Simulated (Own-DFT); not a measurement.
# Computed records: Hf32O63 (monoclinic hafnia with one neutral oxygen vacancy, atoms displaced), Hf31SiO64 (monoclinic hafnia with substituted atoms, atoms displaced)

Computed with Own-DFT development build. A calculation, not a measurement: plane-wave PBE and HSE06 DFT by an unreviewed code, no spin, of a simulated cell at Gamma alone, so results move with cell size and shape, stress positive in tension, energies less offsets, not probed for a lower state with spin; hafnium file: forces about 75 meV/angstrom off all-electron values; oxygen file: force components 24 meV/angstrom off all-electron in a glass; k mesh not checked against a denser one; forces and stress are PBE's, HSE06 gives the energy alone, and its difference from PBE has offsets of its own; offsets are fitted by least squares, one for each functional and potential file, so energies compare only between cells with the same atoms and settings and are not formation energies; the far tail of each file's local potential was reset to the Coulomb form; each entry is a single point on an unrelaxed cell, so the pressure reflects the starting lattice, mostly measured values, from which strain is counted, and rises with the displacements; printed positions are rounded, which can move forces by about a meV/angstrom; the program is a retired in-house code; no spin-orbit coupling.

Settings shared by all entries: first functional PBE; second functional HSE06; exact exchange share 0.25; screening 0.11 1/bohr; exchange divergence Gygi-Baldereschi; potential files PseudoDojo norm-conserving, scalar-relativistic, made for PBE, standard set; wave cutoff 48 hartree; occupations fixed; k mesh 1 x 1 x 1 centred on Gamma.

(1) Hf32O63 (monoclinic hafnia with one neutral oxygen vacancy, atoms displaced)

```
Hf32O63
1.0
     10.2340     0.0000     0.0000
      0.0000    10.3500     0.0000
     -1.6955     0.0000    10.4453
Hf O Hf O Hf O Hf O Hf O Hf O Hf O Hf O
4 8 4 8 4 7 4 8 4 8 4 8 4 8 4 8
Direct
  0.13386 0.01957 0.10423
  0.36124 0.26800 0.14652
  0.36032 0.48038 0.39125
  0.14280 0.23560 0.35685
  0.03540 0.16586 0.17755
  0.46652 0.41618 0.07339
  0.46313 0.33314 0.32896
  0.03387 0.08987 0.42040
  0.21870 0.37901 0.23273
  0.27834 0.13079 0.01131
  0.27326 0.12100 0.25996
  0.22364 0.37700 0.48674
  0.13957 0.01977 0.60304
  0.36522 0.26823 0.64472
  0.36329 0.48422 0.89623
  0.13656 0.23465 0.85430
  0.03485 0.15982 0.67247
  0.46150 0.41264 0.57931
  0.45856 0.33270 0.82986
  0.03225 0.08678 0.92029
  0.22721 0.37524 0.74504
  0.27652 0.12983 0.51162
  0.27156 0.12021 0.76058
  0.22333 0.37232 0.98865
  0.13748 0.51995 0.10549
  0.36041 0.77176 0.14548
  0.36055 0.98322 0.39314
  0.13297 0.73136 0.35031
  0.03613 0.66655 0.17341
  0.46069 0.91153 0.07632
  0.46573 0.83788 0.32933
  0.03794 0.57817 0.42467
  0.22350 0.88218 0.23563
  0.27367 0.62595 0.01202
  0.28243 0.61947 0.26671
  0.14265 0.51693 0.60719
  0.36176 0.76804 0.64275
  0.35875 0.98260 0.89485
  0.13837 0.72379 0.85365
  0.04038 0.66258 0.66768
  0.46187 0.91511 0.57833
  0.46263 0.83184 0.82512
  0.03618 0.58211 0.92819
  0.22755 0.87965 0.74068
  0.27401 0.62769 0.50837
  0.27190 0.61862 0.75701
  0.22570 0.87089 0.99180
  0.63737 0.01698 0.10661
  0.85773 0.26988 0.14664
  0.85512 0.47426 0.40055
  0.63605 0.22823 0.35643
  0.53097 0.17254 0.16909
  0.96470 0.41680 0.07500
  0.96275 0.33637 0.32764
  0.53508 0.08439 0.42270
  0.72278 0.37994 0.24234
  0.77357 0.12814 0.01080
  0.77586 0.11786 0.26087
  0.72446 0.37014 0.49210
  0.63746 0.02233 0.60371
  0.86028 0.27307 0.65141
  0.85402 0.47619 0.89080
  0.64081 0.23154 0.85359
  0.53548 0.15998 0.66821
  0.96789 0.41394 0.57989
  0.96084 0.33032 0.82435
  0.53510 0.08342 0.92866
  0.71749 0.37833 0.73615
  0.77458 0.13198 0.50543
  0.77335 0.11865 0.76216
  0.72323 0.36881 0.98443
  0.63448 0.51641 0.10275
  0.86308 0.77335 0.14993
  0.85925 0.97812 0.39827
  0.63132 0.73678 0.35156
  0.53839 0.66453 0.17297
  0.96669 0.91397 0.07629
  0.96425 0.83221 0.33122
  0.53602 0.58212 0.42491
  0.72717 0.87615 0.24041
  0.78003 0.63086 0.00609
  0.77359 0.62671 0.25857
  0.72500 0.86966 0.48232
  0.64108 0.51423 0.60788
  0.86683 0.77071 0.65393
  0.85950 0.97796 0.89522
  0.63102 0.73251 0.85986
  0.53273 0.65729 0.67651
  0.96823 0.91650 0.57881
  0.95812 0.82761 0.82816
  0.53673 0.58493 0.92188
  0.72478 0.87670 0.74320
  0.77481 0.63428 0.51325
  0.77478 0.61938 0.76418
  0.72156 0.86992 0.99229
```

* PBE energy of cell above offsets: -93.756 eV
* HSE06 less PBE above offsets: -0.019 eV
* PBE pressure: 3.89 GPa
* PBE stress xx: -3.57 GPa
* PBE stress yy: -3.8 GPa
* PBE stress zz: -4.29 GPa
* PBE stress yz: 0.02 GPa
* PBE stress xz: -0.02 GPa
* PBE stress xy: 0.7 GPa

Force:
| element | x (eV/Å) | y (eV/Å) | z (eV/Å) |
| --- | --- | --- | --- |
| Hf | 0.26 | 1.043 | -0.337 |
| Hf | -0.431 | 0.634 | -0.674 |
| Hf | 0.522 | 0.452 | 1.118 |
| Hf | -1.514 | -0.798 | -0.559 |
| O | -0.515 | 0.161 | -0.6 |
| O | -0.458 | -0.27 | 0.463 |
| O | 0.037 | -0.234 | -0.1 |
| O | 0.02 | -0.579 | 0.47 |
| O | 0.457 | -0.392 | 0.915 |
| O | -0.455 | -0.399 | -0.14 |
| O | 0.341 | 0.418 | 0.116 |
| O | 0.109 | -0.757 | 0.252 |
| Hf | -0.233 | 0.301 | 0.012 |
| Hf | -0.71 | 0.332 | 0.603 |
| Hf | -0.46 | -1.071 | -0.134 |
| Hf | 0.684 | -1.03 | -0.014 |
| O | -0.837 | 1.009 | 0.152 |
| O | 0.736 | 0.323 | -0.13 |
| O | 1.523 | -0.747 | -0.218 |
| O | -0.214 | -0.521 | 0.35 |
| O | -0.342 | 0.335 | -0.911 |
| O | 0.178 | -0.066 | -0.31 |
| O | 0.444 | 0.113 | 0.102 |
| O | 0.113 | 0.122 | 0.112 |
| Hf | -0.504 | -0.114 | -0.311 |
| Hf | -0.054 | -0.654 | 0.116 |
| Hf | -0.531 | -0.759 | 0.365 |
| Hf | 0.508 | -1.42 | 1.401 |
| O | 0.079 | 0.332 | 0.101 |
| O | 1.102 | 0.735 | 0.23 |
| O | -0.669 | 0.178 | -0.616 |
| O | -0.394 | 0.386 | -0.434 |
| O | -0.025 | -0.549 | 0.838 |
| O | 0.552 | 0.583 | -0.097 |
| O | -0.489 | 0.798 | -1.196 |
| Hf | -0.227 | 0.134 | -1.211 |
| Hf | 0.265 | -0.12 | -0.148 |
| Hf | 0.194 | -0.334 | 0.051 |
| Hf | -0.348 | 0.387 | 0.217 |
| O | -1.107 | 1.039 | 1.006 |
| O | 0.36 | 0.317 | -0.264 |
| O | -0.318 | 0.548 | 0.51 |
| O | -0.331 | 0.091 | -1.196 |
| O | -0.448 | -0.347 | -0.65 |
| O | 0.105 | 0.845 | 0.35 |
| O | 0.536 | 0.117 | 0.822 |
| O | -0.448 | -0.305 | -0.695 |
| Hf | -0.474 | 0.613 | -0.434 |
| Hf | 1.596 | 0.211 | 0.525 |
| Hf | 1.712 | 2.1 | -0.711 |
| Hf | 0.13 | 0.156 | -0.702 |
| O | 1.233 | -1.081 | 0.507 |
| O | -0.787 | -0.708 | 0.056 |
| O | 0.088 | -0.296 | -0.124 |
| O | -0.092 | -0.075 | 0.04 |
| O | -0.195 | -0.331 | -0.388 |
| O | 0.125 | -0.03 | 0.055 |
| O | -0.546 | 0.281 | -0.295 |
| O | -0.424 | -0.242 | 0.223 |
| Hf | 0.2 | -1.433 | -0.331 |
| Hf | 1.516 | -1.285 | -1.656 |
| Hf | 1.327 | 1.652 | 1.64 |
| Hf | -1.841 | -1.299 | 0.496 |
| O | -0.536 | 1.106 | 0.858 |
| O | -0.724 | -0.437 | 0.217 |
| O | -0.323 | 0.572 | 0.418 |
| O | 0.155 | 0.248 | -0.74 |
| O | 0.314 | -0.962 | 0.969 |
| O | -0.061 | -0.233 | 0.952 |
| O | 0.163 | 0.44 | -0.302 |
| O | -0.181 | 0.191 | 0.425 |
| Hf | 1.024 | 1.5 | 0.607 |
| Hf | -0.435 | -1.645 | -0.758 |
| Hf | 0.991 | 0.565 | 0.002 |
| Hf | 1.221 | -2.373 | 0.831 |
| O | -1.114 | 0.469 | -0.478 |
| O | -0.285 | 0.189 | -0.108 |
| O | 0.119 | 0.367 | -0.135 |
| O | -0.059 | -0.033 | -0.174 |
| O | -0.516 | 0.774 | -0.216 |
| O | -0.493 | -0.356 | 0.66 |
| O | 0.287 | -0.936 | 0.458 |
| O | -0.259 | 0.966 | 1.285 |
| Hf | -1.289 | 2.748 | -1.407 |
| Hf | -0.462 | -0.712 | -1.869 |
| Hf | 0.3 | -0.005 | 0.427 |
| Hf | 1.393 | -0.437 | -1.135 |
| O | -0.066 | 0.388 | -0.044 |
| O | -0.407 | -0.336 | -0.015 |
| O | 1.275 | 0.034 | 0.788 |
| O | -0.586 | -0.682 | 0.416 |
| O | -0.293 | 0.523 | -0.635 |
| O | -0.002 | -0.896 | 0.279 |
| O | 0.135 | -0.204 | -0.499 |
| O | 0.082 | 0.662 | 0.284 |

(2) Hf31SiO64 (monoclinic hafnia with substituted atoms, atoms displaced)

```
Hf31SiO64
1.0
     10.2340     0.0000     0.0000
      0.0000    10.3500     0.0000
     -1.6955     0.0000    10.4453
Hf O Hf Si O Hf O Hf O Hf O Hf O Hf O Hf O
4 8 3 1 8 4 8 4 8 4 8 4 8 4 8 4 8
Direct
  0.13407 0.01524 0.10085
  0.36370 0.27733 0.14789
  0.36423 0.48201 0.39906
  0.14198 0.22861 0.35104
  0.03871 0.16529 0.16960
  0.46264 0.41608 0.07228
  0.46400 0.33511 0.32330
  0.04312 0.08752 0.42773
  0.22785 0.38131 0.23729
  0.27514 0.13004 0.00809
  0.27432 0.11712 0.26053
  0.23284 0.37002 0.49269
  0.13488 0.01591 0.60059
  0.36176 0.26350 0.64760
  0.36142 0.47778 0.89001
  0.13278 0.23360 0.85014
  0.03673 0.16806 0.67228
  0.46365 0.41418 0.58080
  0.46288 0.33555 0.82753
  0.04058 0.08408 0.92386
  0.22245 0.38159 0.74033
  0.27843 0.12324 0.50684
  0.27300 0.12039 0.75550
  0.22675 0.37064 0.99481
  0.14084 0.51735 0.10886
  0.36365 0.76941 0.15214
  0.36266 0.98220 0.39415
  0.13345 0.72758 0.35618
  0.03891 0.66782 0.17036
  0.46565 0.91993 0.07582
  0.46391 0.83849 0.33095
  0.03462 0.58512 0.42250
  0.22355 0.87443 0.24240
  0.27768 0.62677 0.00741
  0.27563 0.61889 0.25671
  0.22515 0.87376 0.49501
  0.13677 0.51477 0.60199
  0.36269 0.76855 0.64553
  0.35844 0.98381 0.89479
  0.13853 0.73921 0.85190
  0.03671 0.66447 0.67359
  0.46633 0.91795 0.57699
  0.46100 0.83273 0.82376
  0.04000 0.58113 0.92456
  0.22199 0.87875 0.73999
  0.27855 0.63058 0.51402
  0.27254 0.62677 0.76507
  0.22063 0.87419 0.98806
  0.64066 0.02364 0.10455
  0.86629 0.27601 0.14814
  0.85836 0.48141 0.39791
  0.63385 0.22920 0.36033
  0.53559 0.16918 0.16838
  0.96485 0.41166 0.07794
  0.96562 0.33430 0.32678
  0.53979 0.08281 0.42444
  0.72530 0.36968 0.24065
  0.77034 0.13481 0.00290
  0.77548 0.11709 0.26073
  0.72324 0.36830 0.49149
  0.63481 0.01874 0.60775
  0.86799 0.27270 0.64320
  0.85801 0.48242 0.89283
  0.63747 0.23332 0.85332
  0.53921 0.16497 0.67723
  0.96361 0.42218 0.58236
  0.96389 0.33453 0.82801
  0.53465 0.08650 0.92876
  0.72176 0.37738 0.73577
  0.77752 0.13305 0.50966
  0.77339 0.11793 0.75420
  0.72331 0.36821 0.98998
  0.64143 0.51658 0.09967
  0.86527 0.77087 0.14654
  0.85728 0.98403 0.39336
  0.63581 0.73150 0.35379
  0.54466 0.66945 0.17495
  0.95972 0.91581 0.07338
  0.96273 0.83983 0.32925
  0.53794 0.58319 0.42327
  0.72548 0.87547 0.24420
  0.78124 0.63053 0.00797
  0.77789 0.62004 0.25686
  0.72433 0.86731 0.48543
  0.64139 0.51206 0.60442
  0.86787 0.77136 0.64667
  0.86462 0.98042 0.89771
  0.63781 0.73033 0.85282
  0.53849 0.66261 0.66992
  0.96476 0.91319 0.57682
  0.96468 0.83004 0.82631
  0.53401 0.58861 0.92188
  0.72594 0.87932 0.73933
  0.77455 0.62620 0.50869
  0.77523 0.62238 0.76043
  0.72700 0.87727 0.99056
```

- PBE stress xx: ?

## Withheld values
1. What PBE stress xx does the calculation give for Hf31SiO64 (monoclinic hafnia with substituted atoms, atoms displaced) (entry 2)?
2. Give the table of force values for Hf31SiO64 (monoclinic hafnia with substituted atoms, atoms displaced) (entry 2).

Calculated values
1. -3.01 GPa
2. 
Force:
| element | x (eV/Å) | y (eV/Å) | z (eV/Å) |
| --- | --- | --- | --- |
| Hf | 1.328 | 1.087 | 0.583 |
| Hf | 0.196 | -1.837 | -1.504 |
| Hf | 0.392 | 0.058 | -0.047 |
| Hf | -0.301 | -0.268 | 0.147 |
| O | -0.573 | 0.259 | 0.525 |
| O | 0.903 | 0.651 | 0.301 |
| O | 0.076 | 0.359 | 1.06 |
| O | -1.346 | -0.29 | -0.795 |
| O | -0.483 | -0.465 | 1.153 |
| O | -0.289 | 0.434 | -0.22 |
| O | 0.298 | 0.391 | -0.297 |
| O | -0.948 | -0.261 | -0.471 |
| Hf | 0.698 | 0.415 | 0.589 |
| Hf | 0.023 | 0.294 | -0.192 |
| Hf | -0.976 | 1.283 | 1.127 |
| Si | -1.653 | -0.61 | -0.363 |
| O | 0.601 | 0.745 | 1.755 |
| O | 0.529 | 0.071 | -0.217 |
| O | 0.605 | -0.689 | -0.435 |
| O | 0.632 | 1.758 | -1.513 |
| O | -0.722 | -1.463 | 0.667 |
| O | 0.318 | 0.946 | 0.634 |
| O | -0.695 | 0.941 | 0.805 |
| O | -0.727 | -1.171 | -2.017 |
| Hf | -0.169 | 0.985 | -2.241 |
| Hf | 0.501 | 0.073 | -1.608 |
| Hf | -0.631 | -0.235 | 0.493 |
| Hf | 0.712 | 1.129 | -0.272 |
| O | -0.57 | 0.37 | 0.615 |
| O | -0.597 | -0.768 | 0.456 |
| O | 0.626 | -1.024 | -0.458 |
| O | -0.387 | -0.696 | 0.044 |
| O | -0.11 | 0.174 | -0.245 |
| O | 0.052 | 0.585 | 1.097 |
| O | 0.156 | 0.183 | 1.067 |
| O | -0.029 | -0.71 | -0.8 |
| Hf | 0.51 | 1.536 | 0.964 |
| Hf | 0.343 | 0.351 | 0.501 |
| Hf | 0.688 | -0.13 | 0.752 |
| Hf | 0.38 | -2.473 | 0.98 |
| O | -0.143 | -0.029 | -0.551 |
| O | -0.4 | -0.378 | 0.211 |
| O | 0.489 | 0.219 | 0.345 |
| O | -0.851 | -0.078 | -0.289 |
| O | 0.028 | 0.257 | -0.152 |
| O | -0.342 | -0.629 | -0.812 |
| O | 0.74 | -0.732 | -0.979 |
| O | 0.296 | -0.083 | 0.473 |
| Hf | -0.6 | -0.155 | -0.278 |
| Hf | -0.422 | -1.568 | -0.426 |
| Hf | 0.019 | 0.01 | -0.901 |
| Hf | 0.962 | -0.192 | -1.68 |
| O | -0.121 | 0.189 | 0.916 |
| O | 0.413 | 1.061 | -0.271 |
| O | 0.431 | 0.217 | 0.648 |
| O | -0.704 | -0.219 | -0.117 |
| O | -0.316 | 1.264 | -0.01 |
| O | 0.897 | -0.337 | 0.804 |
| O | 0.024 | 0.452 | -0.119 |
| O | 0.223 | 0.448 | -0.25 |
| Hf | 1.275 | -0.152 | -0.256 |
| Hf | -1.079 | -1.294 | 0.726 |
| Hf | 1.729 | 0.369 | 0.767 |
| Hf | 0.137 | -1.491 | 0.386 |
| O | -1.182 | 0.416 | -0.528 |
| O | -0.08 | -0.06 | -0.653 |
| O | 2.165 | -1.579 | 0.218 |
| O | -0.228 | 0.227 | -1.096 |
| O | 0.618 | -0.249 | 0.814 |
| O | 0.171 | -0.45 | 0.076 |
| O | 0.479 | 0.431 | 0.785 |
| O | 0.043 | 1.266 | -0.125 |
| Hf | -0.74 | 0.65 | 0.499 |
| Hf | -0.96 | -0.285 | 0.151 |
| Hf | 0.026 | -0.509 | 0.59 |
| Hf | 0.707 | -0.31 | 0.205 |
| O | -1.059 | -0.135 | -0.594 |
| O | 1.002 | 0.416 | 0.408 |
| O | 1.067 | -0.8 | -0.325 |
| O | -0.696 | -0.535 | -0.141 |
| O | 0.018 | 0.443 | -0.792 |
| O | -0.442 | -0.215 | 0.146 |
| O | 0.297 | -0.627 | 0.407 |
| O | 0.147 | 0.861 | 0.738 |
| Hf | -0.822 | 1.842 | -0.146 |
| Hf | -1.095 | -0.695 | -0.452 |
| Hf | -0.922 | 0.645 | -1.354 |
| Hf | -0.289 | 0.531 | -0.216 |
| O | -0.474 | 0.363 | 0.191 |
| O | 0.221 | 0.653 | -0.169 |
| O | -0.612 | 0.822 | 0.257 |
| O | 0.269 | -0.601 | 0.26 |
| O | -0.001 | -0.282 | 0.092 |
| O | 0.453 | -0.093 | 0.221 |
| O | 0.224 | -0.483 | -0.043 |
| O | -0.35 | -0.794 | -0.226 |

Further results for Hf31SiO64 (monoclinic hafnia with substituted atoms, atoms displaced) (entry 2):

- PBE energy of cell above offsets: -90.082 eV
- HSE06 less PBE above offsets: 0.122 eV
- PBE pressure: 2.87 GPa
- PBE stress yy: -2.47 GPa
- PBE stress zz: -3.14 GPa
- PBE stress yz: 0.42 GPa
- PBE stress xz: -0.3 GPa
- PBE stress xy: 0.54 GPa
